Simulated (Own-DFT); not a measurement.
## Calculated data, InGa₃As₄ (zincblende random alloy, strained, atoms displaced)

Computed with Own-DFT development build. A calculation, not a measurement: plane-wave PBE density functional theory by an unreviewed code, no spin, of a simulated periodic cell, stress positive in tension, free energy of the whole cell less one offset for each atom, forces on such cells passed a denser k mesh, this cell's mesh not checked; offsets are fitted by least squares, one for each functional and potential file, so energies compare only between cells with the same atoms and settings and are not formation energies; the far tail of each file's local potential was reset to the Coulomb form; each entry is a single point on an unrelaxed cell, so the pressure reflects the starting lattice, mostly measured values, from which strain is counted, and rises with the displacements; printed positions are rounded, which can move forces by about a meV/angstrom; the program is a retired in-house code; no spin-orbit coupling.

Settings shared by all entries: functional PBE; potential files PseudoDojo norm-conserving, scalar-relativistic, standard set; wave cutoff 42 hartree; occupations Fermi-Dirac; smearing width 0.1 eV; k mesh 3 x 3 x 3 centred on Gamma.

(1) InGa₃As₄ (zincblende random alloy, strained, atoms displaced)

```xyz
64
Lattice="11.3066 0.0000 0.0000 0.0000 11.3066 0.0000 0.0000 0.0000 11.7318" Properties=species:S:1:pos:R:3 InGa3As4
In    11.2635    11.2953     0.0136
Ga     0.0669     2.8026     2.9401
Ga     2.8640    11.2927     2.9170
Ga     2.8185     2.8263     0.0413
As     1.4044     1.4323     1.4048
As     1.3508     4.2023     4.3123
As     4.2133     1.4456     4.3761
As     4.2413     4.2109     1.5244
Ga    11.2609    11.2573     5.9368
In    11.2978     2.8508     8.7350
In     2.7895     0.0180     8.7968
Ga     2.8433     2.8324     5.8318
As     1.4406     1.3825     7.2074
As     1.3707     4.1370    10.2797
As     4.1792     1.3522    10.2565
As     4.2700     4.2044     7.3369
In     0.0834     5.6777     0.0005
Ga     0.0747     8.4770     2.9231
Ga     2.7748     5.6403     2.9795
Ga     2.8025     8.5074    11.7237
As     1.4392     7.1513     1.4309
As     1.3992     9.8770     4.4392
As     4.1808     7.0588     4.3938
As     4.2504     9.9042     1.5427
Ga    11.3062     5.6180     5.9067
In     0.0191     8.5915     8.8061
Ga     2.8058     5.6833     8.8271
Ga     2.8737     8.4523     5.8442
As     1.5280     7.0786     7.3849
As     1.4019     9.8052    10.2984
As     4.1564     7.0876    10.2969
As     4.2346     9.9090     7.4100
In     5.7162     0.0193    11.7313
Ga     5.6136     2.7645     2.9096
Ga     8.4756    11.2877     2.9467
Ga     8.5344     2.8285    11.7316
As     7.1049     1.2892     1.4484
As     7.0342     4.1821     4.4649
As     9.8927     1.3925     4.3747
As    10.0087     4.2241     1.4304
Ga     5.6121     0.0239     5.8651
Ga     5.6019     2.8386     8.7988
Ga     8.5003    11.2642     8.7670
Ga     8.4042     2.7955     5.9280
As     7.1038     1.3135     7.3480
As     7.1074     4.2461    10.3073
As     9.7808     1.3824    10.3002
As     9.8708     4.2297     7.3828
In     5.6722     5.5913     0.0394
Ga     5.6638     8.4666     2.9301
Ga     8.3860     5.6285     2.9216
Ga     8.4561     8.4486     0.0219
As     7.0699     7.0008     1.3873
As     6.9864     9.8887     4.4237
As     9.9025     7.1170     4.3264
As     9.9343     9.9741     1.4309
In     5.6155     5.6801     5.8646
Ga     5.5736     8.4703     8.7591
Ga     8.4622     5.6922     8.7364
Ga     8.5487     8.4809     5.7170
As     6.9940     7.1239     7.3942
As     7.0909    10.0055    10.1712
As     9.9057     6.9988    10.2353
As     9.8946     9.9348     7.3756
```

It finds free energy of cell above offsets -21.400 eV; pressure 5.96 GPa; stress xx -6.63 GPa; stress yy -6.51 GPa; stress zz -4.73 GPa; stress yz -0.23 GPa; stress xz -0.49 GPa; stress xy -0.09 GPa.

Force:
```
element  x (eV/Å)  y (eV/Å)  z (eV/Å)
     In     0.961     0.748    -1.361
     Ga    -0.846    -0.576     -0.53
     Ga    -0.771     0.278     0.289
     Ga     0.373    -0.027    -0.399
     As     1.049     0.311     1.444
     As     0.523     0.498     1.289
     As     0.099    -0.461     0.197
     As    -1.117    -0.523     0.652
     Ga     0.114     0.385    -0.951
     In     0.057    -1.763     0.476
     In    -0.897    -0.397     0.048
     Ga    -0.157     0.331    -0.079
     As     -0.44     0.433    -0.756
     As     2.282      0.71     0.043
     As     0.669     2.331     0.738
     As    -1.416    -0.364      0.81
     In    -0.159     0.083    -0.277
     Ga    -0.459     0.591    -0.173
     Ga     0.072     0.236    -0.579
     Ga     0.643     0.217     0.498
     As     0.967     0.082     1.297
     As     0.235     0.198    -0.052
     As    -0.254     0.688    -1.162
     As    -0.412    -0.891    -0.345
     Ga      0.07     0.451    -0.176
     In    -0.548    -1.949    -0.477
     Ga     0.197    -0.998     0.278
     Ga    -0.177     0.545     0.384
     As    -0.498    -0.519    -1.271
     As     1.306     1.035     1.303
     As     0.265     0.276    -0.476
     As     0.637    -0.837    -1.952
     In    -1.284    -0.712    -0.501
     Ga     0.823    -0.088    -0.013
     Ga     0.096    -0.302     0.235
     Ga    -0.416      0.09     0.579
     As     1.209     2.555     1.586
     As     0.615    -0.554    -1.373
     As     0.001     0.172     0.499
     As    -1.603    -0.757     1.458
     Ga    -0.118    -0.107      0.19
     Ga     0.642    -0.561     0.447
     Ga     0.123     0.582     0.178
     Ga      0.72    -0.144     -0.32
     As    -0.756     0.685     0.048
     As     0.681    -1.098    -1.578
     As    -0.237     0.279    -1.112
     As    -1.417     1.256    -1.814
     In    -1.237     0.053    -0.947
     Ga    -0.036    -0.426    -0.097
     Ga     0.775    -0.429     0.087
     Ga     0.484     0.555     -0.71
     As     0.829     1.767     1.923
     As     0.501     0.076    -0.246
     As     0.306    -1.065     0.014
     As    -1.905    -2.553      2.19
     In     0.324     0.096     0.145
     Ga     0.349      0.31     1.031
     Ga    -0.224    -0.069     0.494
     Ga    -0.694     0.362     1.192
     As     1.468     0.501    -0.291
     As     0.235    -2.461    -0.232
     As    -1.434     0.747    -0.171
     As    -1.189     0.118     -1.62
```

(2) InGa₃As₄ (zincblende random alloy, strained, atoms displaced)

```xyz
64
Lattice="11.3066 0.0000 0.0000 0.0000 11.3066 0.0000 0.0000 0.0000 11.7318" Properties=species:S:1:pos:R:3 InGa3As4
Ga     0.0009    11.2892     0.0455
Ga     0.0784     2.7774     2.8816
Ga     2.8847     0.0620     2.9060
Ga     2.7071     2.8852     0.0102
As     1.3944     1.5021     1.4017
As     1.3453     4.1989     4.3993
As     4.3103     1.4527     4.4831
As     4.1801     4.2519     1.5039
Ga    11.2799     0.0847     5.8408
In    11.2914     2.8179     8.8130
Ga     2.8406    11.2885     8.8386
In     2.8363     2.8873     5.8297
As     1.3545     1.5435     7.2745
As     1.4187     4.2739    10.2982
As     4.2046     1.3581    10.2963
As     4.2384     4.2990     7.3482
Ga     0.0379     5.5807     0.1050
Ga    11.3034     8.4654     2.9358
Ga     2.8312     5.6450     2.9396
In     2.8415     8.4465     0.0244
As     1.3905     7.0763     1.5200
As     1.3626     9.9390     4.3669
As     4.2544     7.0141     4.3844
As     4.2304     9.9871     1.5080
Ga    11.2940     5.6783     5.8930
Ga     0.1092     8.4535     8.7823
Ga     2.8308     5.6235     8.8001
Ga     2.8394     8.3998     5.8572
As     1.5061     7.1007     7.3458
As     1.3663     9.9238    10.3055
As     4.1953     7.0847    10.3481
As     4.2356     9.9593     7.3280
Ga     5.6268     0.0344    11.7020
In     5.6901     2.7865     2.8897
Ga     8.4832    11.2654     2.9361
Ga     8.5527     2.8411    11.6948
As     7.0454     1.4127     1.3714
As     7.0337     4.2123     4.4485
As     9.9594     1.4141     4.4059
As     9.8248     4.2152     1.4180
In     5.7474    11.2583     5.8378
Ga     5.5781     2.7562     8.8812
Ga     8.4509     0.0433     8.8901
Ga     8.5459     2.7944     5.8911
As     7.0217     1.4037     7.2818
As     7.0953     4.2321    10.3100
As     9.8935     1.3539    10.2941
As     9.8460     4.2434     7.3106
Ga     5.6019     5.6196     0.0258
In     5.5601     8.5465     2.8404
Ga     8.4523     5.6120     2.9039
In     8.3711     8.4644    11.6633
As     7.0469     7.0157     1.4753
As     7.1354     9.9278     4.3423
As     9.9181     7.0255     4.3953
As     9.8155     9.8461     1.4401
In     5.7405     5.6327     5.8104
Ga     5.6762     8.5281     8.8482
Ga     8.4260     5.6992     8.7612
Ga     8.4701     8.5279     5.8717
As     7.1581     6.9920     7.2833
As     7.0514     9.9467    10.3075
As     9.8466     6.9723    10.3377
As     9.8860     9.8035     7.3845
```

The calculation gives: free energy of cell above offsets -21.522 eV; pressure 5.93 GPa; stress xx -6.54 GPa; stress yy -6.57 GPa; stress zz -4.7 GPa; stress yz -0.39 GPa; stress xz 0.29 GPa; stress xy 0.67 GPa.

Force:
```
element  x (eV/Å)  y (eV/Å)  z (eV/Å)
     Ga    -0.446    -0.052     0.179
     Ga    -1.095     0.652      0.31
     Ga    -0.625     0.487     0.738
     Ga     1.219     0.025    -0.258
     As     0.304    -1.289     0.347
     As    -0.562     1.528    -1.136
     As    -0.952    -1.058    -1.414
     As    -0.507     0.262    -1.011
     Ga     0.203    -0.984     0.812
     In    -0.543     0.546     0.483
     Ga     -0.77      0.32    -0.569
     In      0.24     0.076     0.359
     As     0.801    -2.713     0.238
     As     0.264     0.721     0.171
     As    -0.578      0.66      0.26
     As     0.391     -0.39     1.579
     Ga    -0.356     0.512    -0.334
     Ga    -0.406     0.274     0.098
     Ga    -0.646    -0.053     0.314
     In    -0.804     1.181     0.694
     As    -0.507    -0.897     0.647
     As     0.621    -0.147     0.185
     As    -1.347      0.56    -0.108
     As    -0.723     1.711    -1.517
     Ga     0.131    -0.127     0.072
     Ga    -0.947    -0.178     0.597
     Ga     0.199     0.411     0.329
     Ga     0.217     1.022    -0.446
     As     -0.58    -0.779     0.002
     As    -0.129     0.358    -0.805
     As     1.794    -1.471    -2.066
     As    -0.735    -1.543     0.726
     Ga      0.03     -0.24     0.316
     In     -0.27     0.309     0.081
     Ga      0.46     0.882    -0.532
     Ga    -0.589    -0.505    -0.156
     As     1.504     -0.85    -0.476
     As     2.797    -1.166    -1.269
     As    -0.805     0.241    -0.829
     As     0.795    -0.187     0.964
     In    -0.659    -0.311    -0.099
     Ga      0.54     0.623    -0.475
     Ga    -0.006    -0.314    -1.043
     Ga    -0.434     0.031     -0.32
     As     1.502      1.36     1.979
     As    -0.577     -0.02    -0.553
     As    -0.359    -0.275     0.793
     As    -0.339     0.948    -0.172
     Ga     0.188    -0.049    -0.065
     In     1.221    -1.008     1.223
     Ga     0.079     0.023     0.556
     In     0.629    -0.602     0.569
     As    -0.392     -1.11     0.132
     As     0.829    -1.241    -0.144
     As    -0.469      0.36    -0.084
     As     1.262     0.712     0.912
     In    -1.142     0.598     1.066
     Ga    -0.205    -0.451    -0.517
     Ga      0.67    -0.781       0.7
     Ga     0.428    -0.461    -0.301
     As    -0.274     2.203     0.993
     As    -1.336     1.022    -1.358
     As     1.609     -0.43    -1.333
     As     0.187     1.066    -0.036
```

(3) InGa₃As₄ (zincblende random alloy, strained, atoms displaced)

```xyz
64
Lattice="11.3066 0.0000 0.0000 0.0000 11.3066 0.0000 0.0000 0.0000 11.7318" Properties=species:S:1:pos:R:3 InGa3As4
Ga    11.2585    11.2496     0.0622
Ga    11.2361     2.9165     2.9738
Ga     2.9004    11.2839     2.9705
Ga     2.8118     2.8763    11.7057
As     1.4031     1.4119     1.5366
As     1.4058     4.1931     4.4331
As     4.2284     1.4457     4.4050
As     4.2797     4.3012     1.5030
In    11.2267     0.0953     5.8712
In     0.0129     2.9355     8.7809
Ga     2.9133    11.2798     8.8653
Ga     2.8378     2.8085     5.9630
As     1.4545     1.3903     7.3674
As     1.5004     4.2802    10.2719
As     4.3330     1.4404    10.2730
As     4.1914     4.2195     7.3337
Ga    11.2553     5.6515     0.1174
Ga     0.0257     8.4889     2.8587
Ga     2.8574     5.6335     2.9777
Ga     2.8377     8.5640    11.6886
As     1.3932     7.0955     1.4637
As     1.4475     9.8327     4.3772
As     4.2795     7.0602     4.4173
As     4.1100     9.8339     1.4962
In     0.0022     5.7195     5.9166
In    11.2872     8.4668     8.7666
Ga     2.8341     5.6960     8.7628
Ga     2.8307     8.4277     5.8668
As     1.3728     7.0632     7.3054
As     1.5006    10.0231    10.2757
As     4.2501     7.0750    10.2365
As     4.3040     9.8401     7.2844
Ga     5.5808     0.0747    11.6615
In     5.6458     2.8282     2.9512
Ga     8.5002    11.2138     2.8930
Ga     8.4712     2.8086    11.6236
As     7.1244     1.3587     1.4928
As     7.0961     4.2873     4.3981
As     9.9207     1.4491     4.3595
As     9.9366     4.2234     1.4676
Ga     5.6932     0.0020     5.9347
Ga     5.5721     2.8093     8.8540
In     8.3810     0.0080     8.8258
Ga     8.4252     2.8107     5.8200
As     7.1110     1.4533     7.3218
As     7.0829     4.2719    10.1586
As     9.8579     1.4614    10.2508
As     9.9376     4.2546     7.3843
Ga     5.7195     5.6433    11.7207
Ga     5.7214     8.4308     2.9334
Ga     8.4889     5.7211     2.9671
In     8.2614     8.5730     0.0462
As     6.9578     7.0452     1.4679
As     7.0459     9.8859     4.4274
As     9.8891     7.0125     4.3900
As     9.8454     9.8355     1.4888
Ga     5.6593     5.6808     5.9573
Ga     5.6900     8.4486     8.7101
In     8.5293     5.6573     8.7474
Ga     8.5251     8.4961     5.8411
As     7.0296     7.0636     7.2838
As     6.9955     9.9758    10.2844
As     9.7919     7.0428    10.2068
As     9.8515     9.8870     7.3757
```

Results for InGa₃As₄ (zincblende random alloy, strained, atoms displaced): free energy of cell above offsets -21.554 eV; pressure 5.94 GPa; stress xx -6.51 GPa; stress yy -6.65 GPa; stress zz -4.67 GPa; stress yz 0.45 GPa; stress xz -0.51 GPa; stress xy -0.12 GPa.

Force:
```
element  x (eV/Å)  y (eV/Å)  z (eV/Å)
     Ga     0.219     0.853    -0.147
     Ga     0.882    -0.545    -0.217
     Ga    -0.746      0.24     0.118
     Ga     0.321    -0.378     0.733
     As    -0.054     0.139    -0.265
     As     0.816    -0.197    -0.421
     As    -0.564     -1.21      1.49
     As    -0.957     0.394    -1.438
     In      1.05    -1.303     0.116
     In     1.018    -1.288      1.02
     Ga     0.426     0.449    -0.927
     Ga    -0.329    -0.261    -0.811
     As     1.251    -0.119     0.489
     As    -0.088     1.155     0.847
     As      -1.6     0.242      0.03
     As     0.572      0.34     0.336
     Ga     0.489     0.411    -1.147
     Ga    -0.134    -0.201      0.77
     Ga    -0.411     0.232    -0.018
     Ga    -0.396    -0.871    -0.144
     As     0.644    -0.265    -0.258
     As    -0.018     0.083    -0.088
     As    -0.067    -0.162     0.087
     As     1.744     0.495     -0.09
     In    -0.267    -1.382    -1.076
     In     0.616     0.458     1.305
     Ga    -0.013    -0.031     0.172
     Ga      0.06     0.169    -0.213
     As     2.728     0.693     0.778
     As    -0.763    -0.512     0.519
     As     0.227     0.187      0.11
     As    -0.644     0.316     0.404
     Ga      0.44    -0.862     1.665
     In     0.645    -0.079     -0.27
     Ga    -0.133     0.579      0.74
     Ga    -0.317     0.299     0.889
     As     0.177    -0.238    -1.188
     As     0.304     0.743     0.956
     As    -1.837     0.755    -1.144
     As    -1.401     0.074    -0.018
     Ga    -0.283     0.413    -0.597
     Ga     0.844     0.599    -0.976
     In     0.948     0.171    -0.086
     Ga     0.733      0.45     0.018
     As    -1.566     1.013    -0.701
     As    -1.165    -1.117     1.519
     As     0.879    -0.639     1.154
     As    -1.516    -0.871    -2.589
     Ga    -0.758     -0.33    -0.507
     Ga    -1.006     0.623     0.296
     Ga    -0.159    -0.579    -0.685
     In      1.28    -1.043    -0.415
     As     0.289    -1.038     0.999
     As     0.331     0.067    -0.252
     As    -0.454     1.831     -0.94
     As       1.1     0.505     0.339
     Ga    -0.376    -0.622    -0.854
     Ga    -0.228     0.219     0.827
     In    -1.081      0.12    -0.738
     Ga    -0.296     -0.21     -0.06
     As     0.394     0.895    -0.435
     As    -2.382    -0.458    -0.558
     As     1.359     0.745     2.779
     As    -0.777    -0.144    -1.232
```

(4) InGa₃As₄ (zincblende random alloy, strained, atoms displaced)

```xyz
64
Lattice="11.3066 0.0000 0.0000 0.0000 11.3066 0.0000 0.0000 0.0000 11.7318" Properties=species:S:1:pos:R:3 InGa3As4
In     0.0837    11.3003    11.6595
Ga     0.0402     2.8800     2.8845
In     2.8286    11.3033     2.9622
Ga     2.8140     2.7255     0.0040
As     1.3930     1.3718     1.4946
As     1.3768     4.2845     4.3975
As     4.3518     1.4403     4.3167
As     4.2469     4.1701     1.4492
Ga    11.2007    11.3033     5.8964
Ga     0.0535     2.9253     8.7782
In     2.8585     0.0176     8.8792
Ga     2.8028     2.8566     5.8864
As     1.4682     1.3597     7.4020
As     1.4810     4.2268    10.2810
As     4.2538     1.4252    10.2067
As     4.2991     4.2523     7.3695
In     0.0189     5.6753    11.6943
In    11.2951     8.4174     2.9880
In     2.8100     5.5842     2.9428
Ga     2.8014     8.4667     0.1347
As     1.4762     7.0488     1.3874
As     1.4083     9.9020     4.4197
As     4.1820     7.0433     4.4952
As     4.1587     9.8966     1.4442
Ga     0.0058     5.5840     5.8516
Ga    11.2890     8.5779     8.8264
Ga     2.8603     5.6254     8.7858
Ga     2.9344     8.4715     5.9772
As     1.3203     7.1289     7.3265
As     1.3712     9.8232    10.2200
As     4.2477     6.9885    10.2366
As     4.3257     9.9139     7.3402
In     5.6473     0.0160     0.0294
Ga     5.6578     2.8988     2.9973
Ga     8.4467     0.0576     3.0318
Ga     8.4710     2.8352     0.0986
As     7.0728     1.4283     1.3868
As     7.0618     4.3788     4.4908
As     9.8888     1.3839     4.3120
As     9.8828     4.2278     1.4189
Ga     5.6554    11.2350     5.9119
Ga     5.6670     2.8367     8.7942
Ga     8.5363    11.2429     8.8866
Ga     8.4723     2.7909     5.7691
As     7.0979     1.3390     7.2656
As     6.9959     4.1621    10.2568
As     9.8895     1.3281    10.3085
As     9.9645     4.2383     7.3756
Ga     5.6068     5.6489    11.6667
Ga     5.6420     8.4362     2.8893
In     8.4979     5.6680     2.9582
Ga     8.5285     8.4796    11.7305
As     7.0447     7.0225     1.5087
As     7.0123     9.9125     4.3841
As     9.8534     7.0866     4.3611
As     9.8600     9.7873     1.4272
Ga     5.6839     5.6435     5.7764
Ga     5.6528     8.5137     8.7973
Ga     8.6270     5.6134     8.8015
Ga     8.5094     8.4470     5.9668
As     7.0188     7.0898     7.3220
As     7.1289     9.8436    10.1466
As     9.9760     6.9819    10.2931
As     9.8328     9.8590     7.3280
```

Results for InGa₃As₄ (zincblende random alloy, strained, atoms displaced): free energy of cell above offsets -20.713 eV; pressure 6.13 GPa; stress xx -6.9 GPa; stress yy -6.71 GPa; stress zz -4.79 GPa; stress yz -0.25 GPa; stress xz -0.52 GPa; stress xy -0.83 GPa.

Force:
```
element  x (eV/Å)  y (eV/Å)  z (eV/Å)
     In    -0.767    -0.693     1.167
     Ga    -0.367    -0.298     0.102
     In     0.077     0.281     0.491
     Ga     0.139     0.278     0.017
     As     0.105     1.771    -0.106
     As    -0.807    -1.682     1.061
     As    -0.131      0.35     1.945
     As     0.605      -0.4    -0.821
     Ga     0.779     0.058    -0.004
     Ga      0.13    -1.186     0.576
     In     -0.14    -1.357    -0.556
     Ga     0.476    -0.395    -0.083
     As    -1.721     1.352     -1.77
     As     0.691    -0.817     -0.65
     As     0.704     1.798     1.048
     As    -0.261     0.041    -0.767
     In     0.899    -1.262     0.809
     In     0.931     0.578    -1.052
     In     0.741     0.699    -0.567
     Ga     0.461     0.004     -1.86
     As    -0.062     0.443      0.86
     As     0.016    -0.246     2.113
     As     0.986     0.735    -0.331
     As     0.868    -1.502     0.157
     Ga     -0.46     1.025     0.172
     Ga     -0.59    -1.089    -0.528
     Ga    -0.539     0.308    -0.369
     Ga    -0.988     0.254    -0.199
     As     0.717    -0.498     0.192
     As     1.391    -1.396     0.511
     As    -0.384     1.314     0.179
     As    -0.256    -0.648    -0.071
     In     0.112    -0.922     -1.14
     Ga     0.839       0.1    -0.645
     Ga    -0.491    -0.859    -1.442
     Ga    -0.026    -0.264    -1.327
     As     0.831     0.924      2.51
     As     0.025    -2.372     -0.38
     As     0.715     0.841     0.567
     As      0.29    -0.931     0.548
     Ga     0.227     0.754    -0.825
     Ga     0.194    -0.623    -0.665
     Ga    -0.156     0.681    -1.018
     Ga     0.079     0.172     0.665
     As     0.183     0.397     0.799
     As     1.264     0.689     0.278
     As    -0.876     2.303    -1.249
     As    -0.586    -0.465    -1.098
     Ga      0.44    -0.338     0.613
     Ga    -0.398     0.195     0.479
     In     -0.05     -0.63    -0.613
     Ga    -0.719    -0.741    -0.461
     As    -0.882     0.896    -1.863
     As     0.418    -0.635     0.193
     As      0.18    -0.415     3.152
     As    -0.602     1.405     0.561
     Ga    -0.907     0.869     1.653
     Ga     0.009    -0.719     0.048
     Ga    -1.429     0.284     0.144
     Ga    -0.784    -0.098    -1.027
     As       0.5     -0.74     0.328
     As    -0.143    -0.516     1.023
     As    -2.003     2.428    -1.879
     As     0.504      0.51     0.407
```
